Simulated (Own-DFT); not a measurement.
## Calculated data, GaN (wurtzite, strained, atoms displaced)

A calculation, not a measurement: plane-wave PBE density functional theory by an unreviewed code, no spin, of a simulated periodic cell, stress positive in tension, free energy of the whole cell less one offset for each atom, forces on such cells passed a denser k mesh, this cell's mesh not checked; offsets are fitted by least squares, one for each functional and potential file, so energies compare only between cells with the same atoms and settings and are not formation energies; the far tail of each file's local potential was reset to the Coulomb form; each entry is a single point on an unrelaxed cell, so the pressure reflects the starting lattice, mostly measured values (interpolated for alloys), from which strain is counted, and rises with the displacements; printed positions are rounded, which can move forces by about a meV/angstrom; the program, named Own-DFT, is a retired in-house code; no spin-orbit coupling. Program: Own-DFT development build.

Common to all runs: functional PBE; potential files PseudoDojo norm-conserving, scalar-relativistic, standard set with the stringent files for Ga; wave cutoff 96 hartree; occupations Gaussian; smearing width 0.01 eV; k mesh 3 x 4 x 3 centred on Gamma.

(1) 
```cif
# cell vector a (Å): 12.7560 -0.0957 0.0000
# cell vector b (Å): -4.8456 8.3211 0.0000
# cell vector c (Å): 0.0000 0.0000 10.3700
data_GaN
_symmetry_space_group_name_H-M 'P 1'
_symmetry_Int_Tables_number 1
_cell_length_a 12.7564
_cell_length_b 9.6292
_cell_length_c 10.3700
_cell_angle_alpha 90.000
_cell_angle_beta 90.000
_cell_angle_gamma 120.643
_cell_volume 1095.90
loop_
_atom_site_label
_atom_site_type_symbol
_atom_site_fract_x
_atom_site_fract_y
_atom_site_fract_z
_atom_site_occupancy
Ga1 Ga 0.08779 0.22424 0.99740 1
Ga2 Ga 0.16792 0.10671 0.25739 1
N1 N 0.09107 0.22926 0.18617 1
N2 N 0.16696 0.10164 0.43822 1
Ga3 Ga 0.09017 0.22931 0.50456 1
Ga4 Ga 0.16726 0.10925 0.74388 1
N3 N 0.08609 0.22392 0.69094 1
N4 N 0.16476 0.10883 0.94001 1
Ga5 Ga 0.08616 0.55032 0.00359 1
Ga6 Ga 0.16425 0.44094 0.25424 1
N5 N 0.08820 0.56296 0.19626 1
N6 N 0.16870 0.44548 0.43080 1
Ga7 Ga 0.08007 0.55384 0.49477 1
Ga8 Ga 0.16471 0.44106 0.75152 1
N7 N 0.07943 0.55041 0.67904 1
N8 N 0.17234 0.45454 0.93582 1
Ga9 Ga 0.08177 0.89318 0.00752 1
Ga10 Ga 0.16866 0.78017 0.25204 1
N9 N 0.07627 0.87897 0.19803 1
N10 N 0.16376 0.77986 0.44005 1
Ga11 Ga 0.07929 0.88793 0.50851 1
Ga12 Ga 0.16625 0.77131 0.75295 1
N11 N 0.08674 0.88619 0.68915 1
N12 N 0.16151 0.78256 0.93796 1
Ga13 Ga 0.34262 0.22841 0.00027 1
Ga14 Ga 0.41428 0.10259 0.24714 1
N13 N 0.33820 0.22212 0.19038 1
N14 N 0.41753 0.10514 0.43565 1
Ga15 Ga 0.33057 0.22592 0.50469 1
Ga16 Ga 0.42614 0.11610 0.74964 1
N15 N 0.33742 0.21951 0.68376 1
N16 N 0.41153 0.11329 0.93607 1
Ga17 Ga 0.33381 0.54838 0.00329 1
Ga18 Ga 0.41267 0.44852 0.25230 1
N17 N 0.33219 0.55375 0.19290 1
N18 N 0.41742 0.43721 0.44301 1
Ga19 Ga 0.32986 0.55151 0.49689 1
Ga20 Ga 0.41472 0.43875 0.75325 1
N19 N 0.33013 0.56118 0.69200 1
N20 N 0.41386 0.43882 0.94060 1
Ga21 Ga 0.33622 0.89686 0.00119 1
Ga22 Ga 0.41388 0.77767 0.25118 1
N21 N 0.32375 0.87589 0.18612 1
N22 N 0.42092 0.77879 0.43682 1
Ga23 Ga 0.32982 0.88555 0.50142 1
Ga24 Ga 0.41427 0.77660 0.74924 1
N23 N 0.33386 0.88651 0.69533 1
N24 N 0.42297 0.77726 0.94356 1
Ga25 Ga 0.58185 0.22341 0.00426 1
Ga26 Ga 0.66606 0.10901 0.25438 1
N25 N 0.58191 0.23562 0.19867 1
N26 N 0.65773 0.10451 0.43860 1
Ga27 Ga 0.58041 0.22008 0.50245 1
Ga28 Ga 0.65420 0.09596 0.75055 1
N27 N 0.58066 0.21759 0.69090 1
N28 N 0.67184 0.10976 0.94005 1
Ga29 Ga 0.57811 0.55378 0.99534 1
Ga30 Ga 0.65805 0.44711 0.25257 1
N29 N 0.58093 0.55467 0.19535 1
N30 N 0.66910 0.45170 0.43783 1
Ga31 Ga 0.58059 0.55286 0.50634 1
Ga32 Ga 0.67625 0.44170 0.74960 1
N31 N 0.58478 0.56396 0.68154 1
N32 N 0.66249 0.44421 0.93566 1
Ga33 Ga 0.58493 0.88237 0.00066 1
Ga34 Ga 0.67686 0.78380 0.24921 1
N33 N 0.58178 0.89380 0.18349 1
N34 N 0.66975 0.78159 0.43242 1
Ga35 Ga 0.57774 0.88613 0.49800 1
Ga36 Ga 0.67117 0.79034 0.75515 1
N35 N 0.58678 0.89318 0.68974 1
N36 N 0.66792 0.77878 0.94118 1
Ga37 Ga 0.83613 0.22440 0.00499 1
Ga38 Ga 0.91840 0.11218 0.25041 1
N37 N 0.83466 0.23053 0.18864 1
N38 N 0.91438 0.10799 0.43773 1
Ga39 Ga 0.83113 0.22791 0.50014 1
Ga40 Ga 0.91336 0.11359 0.74851 1
N39 N 0.82781 0.22375 0.69067 1
N40 N 0.91605 0.10531 0.93718 1
Ga41 Ga 0.83765 0.56312 0.99093 1
Ga42 Ga 0.91487 0.45350 0.25008 1
N41 N 0.83767 0.55634 0.17928 1
N42 N 0.91892 0.44772 0.43284 1
Ga43 Ga 0.83802 0.55913 0.50427 1
Ga44 Ga 0.92019 0.44304 0.74387 1
N43 N 0.83101 0.55068 0.68874 1
N44 N 0.91118 0.44536 0.94460 1
Ga45 Ga 0.83044 0.88008 0.00500 1
Ga46 Ga 0.91138 0.77373 0.25553 1
N45 N 0.82719 0.88249 0.18362 1
N46 N 0.91759 0.77734 0.45145 1
Ga47 Ga 0.83541 0.89265 0.50462 1
Ga48 Ga 0.90400 0.77530 0.74850 1
N47 N 0.82999 0.87976 0.68825 1
N48 N 0.91083 0.77293 0.94148 1
_calc_free_energy_of_cell_above_offsets '-5.491'  # eV
_calc_pressure 6.78  # GPa
_calc_stress_xx -6.19  # GPa
_calc_stress_yy -6.64  # GPa
_calc_stress_zz -7.49  # GPa
_calc_stress_yz 0.21  # GPa
_calc_stress_xz 0.06  # GPa
_calc_stress_xy -2.19  # GPa
```

Force:
```
element  x (eV/Å)  y (eV/Å)  z (eV/Å)
     Ga    -0.436    -0.195     0.068
     Ga    -0.036     0.227    -1.563
      N    -0.453    -1.399     0.282
      N     -1.03      1.27     1.144
     Ga    -0.554    -1.016    -1.024
     Ga     0.438    -0.517     1.378
      N    -0.385    -0.477    -0.355
      N     0.682     0.753     -0.56
     Ga    -1.537     1.328     0.395
     Ga     -0.27      0.68    -1.716
      N     -0.05    -1.339    -0.868
      N    -0.558    -0.308     2.194
     Ga     0.896     0.658    -0.272
     Ga    -0.262      0.92    -0.367
      N     1.008     0.292     0.944
      N    -0.155    -1.276     0.331
     Ga     0.035    -0.628     -0.37
     Ga    -1.372    -0.507     0.617
      N     0.228     1.322    -0.731
      N     0.383    -0.381     0.176
     Ga     1.216    -0.117    -0.708
     Ga    -0.568     0.366    -0.085
      N     -1.17    -0.231     0.866
      N     1.091    -0.755     0.682
     Ga    -1.925    -1.449     1.036
     Ga    -0.181     0.442     0.741
      N    -0.877    -0.101    -0.148
      N    -1.055     0.163     0.622
     Ga     1.425    -1.406    -1.364
     Ga    -2.412     -1.43     0.374
      N    -0.495     0.197     1.531
      N     1.793    -0.186     0.116
     Ga    -0.361     1.379     0.181
     Ga     1.298    -0.877      0.45
      N    -0.337     0.284    -0.556
      N    -1.366     1.052    -0.674
     Ga     1.015     0.707     0.748
     Ga     0.088     1.044    -1.072
      N     1.013    -1.388    -0.881
      N    -0.293     0.803    -0.712
     Ga    -0.104    -1.549    -0.744
     Ga     0.694     0.045    -0.634
      N     1.475      1.74    -0.084
      N    -1.876    -1.141     0.188
     Ga     0.294     0.265     0.252
     Ga     0.676     0.208     1.057
      N    -0.126     0.534    -0.826
      N    -1.563    -0.406    -0.732
     Ga     0.884    -0.008     0.163
     Ga    -0.537     0.751    -0.918
      N     1.209    -2.383    -1.666
      N     0.965     1.054     0.519
     Ga    -0.016     0.636    -0.819
     Ga     0.874      2.69     1.186
      N     1.535     1.082    -0.745
      N    -1.456    -0.113    -0.084
     Ga     1.247     0.331     1.128
     Ga     1.812     0.757     0.158
      N    -0.902     1.091    -1.618
      N      0.35    -0.693     0.961
     Ga      0.69     0.978    -1.909
     Ga     -2.88    -0.478     0.349
      N     0.269    -0.502     3.009
      N     0.318     0.009     0.157
     Ga    -0.377     1.429     0.226
     Ga    -3.349     -1.38     0.607
      N     0.523    -0.539     1.192
      N    -0.395    -0.186      1.29
     Ga     2.069     0.168     0.383
     Ga    -0.587    -1.748    -0.479
      N    -0.481    -1.993    -0.944
      N     0.011    -0.738    -0.437
     Ga    -0.051    -0.226    -0.761
     Ga    -0.199     0.368    -0.517
      N     0.588    -0.862     0.912
      N     0.359     1.134     0.552
     Ga     0.119    -0.962    -0.311
     Ga     0.239    -0.351     0.357
      N     0.491    -0.755    -0.656
      N    -0.125     0.539     0.284
     Ga    -0.767    -1.722     1.446
     Ga     0.899    -0.478    -0.857
      N    -1.914     0.493     1.043
      N    -0.893    -0.485     0.979
     Ga    -0.809    -0.809    -0.756
     Ga    -1.046     0.061     1.726
      N     1.554      0.96    -0.064
      N      2.07    -0.274    -1.534
     Ga     0.177     1.002    -1.245
     Ga     0.149    -0.496     0.078
      N     2.422     1.805     0.957
      N    -0.906     0.221    -1.501
     Ga    -0.612    -0.716    -0.858
     Ga     3.145    -0.411      1.09
      N    -0.983     2.338    -0.124
      N     0.375     1.812    -1.272
```

(2) 
```cif
# cell vector a (Å): 12.7560 0.0000 -0.0957
# cell vector b (Å): -4.7835 8.2853 0.0359
# cell vector c (Å): -0.0778 0.0000 10.3700
data_GaN
_symmetry_space_group_name_H-M 'P 1'
_symmetry_Int_Tables_number 1
_cell_length_a 12.7564
_cell_length_b 9.5671
_cell_length_c 10.3703
_cell_angle_alpha 89.570
_cell_angle_beta 90.860
_cell_angle_gamma 120.001
_cell_volume 1095.92
loop_
_atom_site_label
_atom_site_type_symbol
_atom_site_fract_x
_atom_site_fract_y
_atom_site_fract_z
_atom_site_occupancy
Ga1 Ga 0.08873 0.21932 0.00379 1
Ga2 Ga 0.16767 0.10925 0.25408 1
N1 N 0.08678 0.23067 0.19431 1
N2 N 0.16343 0.11297 0.44036 1
Ga3 Ga 0.09004 0.22186 0.50040 1
Ga4 Ga 0.17079 0.11208 0.74806 1
N3 N 0.08170 0.22451 0.68553 1
N4 N 0.17119 0.11192 0.94285 1
Ga5 Ga 0.08197 0.55545 0.00188 1
Ga6 Ga 0.16520 0.43715 0.24250 1
N5 N 0.08205 0.55211 0.18600 1
N6 N 0.16860 0.44255 0.42850 1
Ga7 Ga 0.08612 0.55836 0.50000 1
Ga8 Ga 0.16836 0.44364 0.74986 1
N7 N 0.07951 0.54773 0.68918 1
N8 N 0.17021 0.44322 0.92734 1
Ga9 Ga 0.08946 0.89187 0.00250 1
Ga10 Ga 0.16866 0.78394 0.24766 1
N9 N 0.08466 0.88649 0.18500 1
N10 N 0.17032 0.78053 0.43988 1
Ga11 Ga 0.08688 0.89986 0.50122 1
Ga12 Ga 0.17075 0.78158 0.74790 1
N11 N 0.08506 0.88611 0.68716 1
N12 N 0.17724 0.78289 0.94028 1
Ga13 Ga 0.33971 0.22554 0.99772 1
Ga14 Ga 0.41383 0.10680 0.24222 1
N13 N 0.33958 0.22576 0.19089 1
N14 N 0.41913 0.11312 0.44362 1
Ga15 Ga 0.33889 0.22709 0.49143 1
Ga16 Ga 0.41894 0.11991 0.73714 1
N15 N 0.33156 0.21165 0.68914 1
N16 N 0.41278 0.10750 0.94024 1
Ga17 Ga 0.33352 0.54999 0.99695 1
Ga18 Ga 0.41568 0.44387 0.25350 1
N17 N 0.33368 0.55962 0.18841 1
N18 N 0.40163 0.44335 0.43534 1
Ga19 Ga 0.33341 0.55675 0.50298 1
Ga20 Ga 0.41644 0.44567 0.74799 1
N19 N 0.34067 0.56207 0.69246 1
N20 N 0.41301 0.44018 0.94425 1
Ga21 Ga 0.33094 0.88157 0.99879 1
Ga22 Ga 0.41265 0.77059 0.24222 1
N21 N 0.32965 0.87973 0.18587 1
N22 N 0.41556 0.77656 0.43809 1
Ga23 Ga 0.33082 0.90168 0.50135 1
Ga24 Ga 0.41862 0.78312 0.74794 1
N23 N 0.32993 0.89436 0.68774 1
N24 N 0.42176 0.77664 0.93391 1
Ga25 Ga 0.57582 0.21683 0.99867 1
Ga26 Ga 0.67026 0.11064 0.25182 1
N25 N 0.58422 0.23229 0.19226 1
N26 N 0.66670 0.11522 0.43040 1
Ga27 Ga 0.57609 0.21057 0.49871 1
Ga28 Ga 0.67315 0.11006 0.74620 1
N27 N 0.59469 0.23096 0.69115 1
N28 N 0.66489 0.11583 0.93748 1
Ga29 Ga 0.58343 0.55428 0.00042 1
Ga30 Ga 0.67539 0.44550 0.25148 1
N29 N 0.58569 0.55376 0.19605 1
N30 N 0.66747 0.44941 0.43044 1
Ga31 Ga 0.57915 0.55269 0.50100 1
Ga32 Ga 0.66943 0.45347 0.75511 1
N31 N 0.58155 0.55404 0.69352 1
N32 N 0.66659 0.45135 0.94597 1
Ga33 Ga 0.57800 0.88499 0.00176 1
Ga34 Ga 0.66510 0.78143 0.24275 1
N33 N 0.58067 0.88814 0.18603 1
N34 N 0.67330 0.77925 0.43829 1
Ga35 Ga 0.57674 0.88760 0.49419 1
Ga36 Ga 0.67370 0.77915 0.74236 1
N35 N 0.58106 0.88239 0.68048 1
N36 N 0.66891 0.79065 0.93655 1
Ga37 Ga 0.82507 0.22067 0.99492 1
Ga38 Ga 0.91152 0.11158 0.25537 1
N37 N 0.82614 0.21397 0.18979 1
N38 N 0.92151 0.11105 0.44307 1
Ga39 Ga 0.83304 0.22098 0.49719 1
Ga40 Ga 0.91719 0.10915 0.75515 1
N39 N 0.83456 0.22982 0.69001 1
N40 N 0.91345 0.11447 0.93315 1
Ga41 Ga 0.83023 0.54798 0.00198 1
Ga42 Ga 0.91494 0.44339 0.24640 1
N41 N 0.82691 0.55146 0.18528 1
N42 N 0.91928 0.44855 0.43082 1
Ga43 Ga 0.83023 0.54447 0.49612 1
Ga44 Ga 0.91449 0.44400 0.75845 1
N43 N 0.83456 0.55073 0.69159 1
N44 N 0.92431 0.44953 0.94277 1
Ga45 Ga 0.83685 0.90209 0.99803 1
Ga46 Ga 0.91774 0.78548 0.24945 1
N45 N 0.84210 0.89549 0.18282 1
N46 N 0.91479 0.77438 0.43925 1
Ga47 Ga 0.82865 0.88766 0.50561 1
Ga48 Ga 0.91419 0.77516 0.75592 1
N47 N 0.83399 0.88688 0.69032 1
N48 N 0.91191 0.77763 0.93846 1
_calc_free_energy_of_cell_above_offsets '-5.624'  # eV
_calc_pressure 6.77  # GPa
_calc_stress_xx -7.81  # GPa
_calc_stress_yy -5.92  # GPa
_calc_stress_zz -6.58  # GPa
_calc_stress_yz -0.32  # GPa
_calc_stress_xz -1.75  # GPa
_calc_stress_xy -0.38  # GPa
```

Force:
```
element  x (eV/Å)  y (eV/Å)  z (eV/Å)
     Ga    -1.131     0.606    -0.434
     Ga    -0.135     0.449    -0.845
      N     0.011    -3.235    -1.374
      N      2.18    -0.136    -0.732
     Ga    -1.972     1.336      0.11
     Ga    -1.176    -0.554     0.549
      N      1.01    -0.654      0.55
      N    -0.246    -0.082    -0.726
     Ga     1.865     0.569    -0.359
     Ga    -0.179     2.765     1.162
      N    -0.172     0.504     0.377
      N    -0.518      0.32     1.542
     Ga     0.195     -0.62    -0.271
     Ga    -0.145     0.229    -1.217
      N     0.199     1.079    -0.057
      N    -0.618    -0.216      2.63
     Ga    -0.571    -0.711     -1.14
     Ga     0.275    -1.686     0.783
      N    -0.626     0.727     0.849
      N     -1.04      0.31    -0.625
     Ga    -0.316    -2.239    -0.053
     Ga    -0.625    -1.254     0.518
      N    -0.894     0.484     0.594
      N    -2.619    -1.505    -0.928
     Ga     -0.49     -0.77     0.807
     Ga     1.255     0.147     0.631
      N    -1.402    -0.563    -0.095
      N    -1.325     0.051    -1.723
     Ga    -1.105    -0.385     1.021
     Ga     2.448    -1.027     2.115
      N    -1.388      2.65      -1.4
      N     0.396    -0.199    -0.947
     Ga     -0.67     0.801     0.318
     Ga     0.396     0.759    -1.058
      N     0.356     -1.65    -1.075
      N     2.828    -0.143     0.674
     Ga    -1.588     0.725     0.005
     Ga     0.186    -0.637     0.891
      N    -1.075     -0.66    -0.717
      N     1.086     0.644    -1.337
     Ga      1.89     1.137     0.018
     Ga      0.22     1.053     1.669
      N     0.102     1.216     0.106
      N    -1.096       0.3    -0.583
     Ga     1.355    -2.105    -0.043
     Ga    -0.005     0.259    -0.121
      N     1.572     0.002    -0.098
      N    -1.522      -0.4     0.324
     Ga      0.59     0.873     0.531
     Ga    -2.054     -0.19    -1.168
      N      0.49    -2.159    -0.809
      N     0.187    -0.619     1.746
     Ga     1.935     2.517     0.479
     Ga    -1.076     -0.53     0.355
      N    -1.355    -0.726    -0.633
      N     -0.49    -0.816    -0.343
     Ga    -0.672     1.328     0.887
     Ga    -2.202    -0.024    -0.234
      N    -0.753     0.439      -0.9
      N    -0.546    -1.177     2.205
     Ga     0.415     0.322     -0.71
     Ga     0.748    -0.831    -0.039
      N     0.093     0.012    -0.959
      N     0.334    -1.341    -1.225
     Ga     1.027      1.07    -0.661
     Ga     1.317    -0.659     0.783
      N    -0.211     0.316     0.404
      N    -2.272     -0.51    -0.534
     Ga     1.445      0.14    -0.058
     Ga    -1.904    -0.083     1.367
      N     0.348     1.022     0.545
      N     0.411    -1.247    -0.137
     Ga     1.344     0.382     0.925
     Ga     1.194     0.022    -0.197
      N     0.988     1.212    -1.001
      N    -0.918    -0.095    -0.199
     Ga     0.433      0.61     0.415
     Ga    -0.146     0.721    -1.731
      N     0.989    -1.014    -0.586
      N      0.78     0.942     1.503
     Ga     0.161      1.29    -0.208
     Ga     0.189      0.13    -0.279
      N     2.134      1.43     0.117
      N      0.21    -0.785     0.781
     Ga    -0.109     1.231     0.722
     Ga     0.845     0.278    -0.874
      N    -0.895     0.806    -0.442
      N    -1.837        -1    -0.126
     Ga      0.04    -1.379    -0.065
     Ga     0.558    -1.276      0.47
      N    -1.577     0.226     0.522
      N     0.189     0.504     0.052
     Ga     1.827      0.29    -0.742
     Ga     1.082    -0.128    -0.936
      N     0.458     0.645    -0.095
      N     1.081     0.141     0.798
```
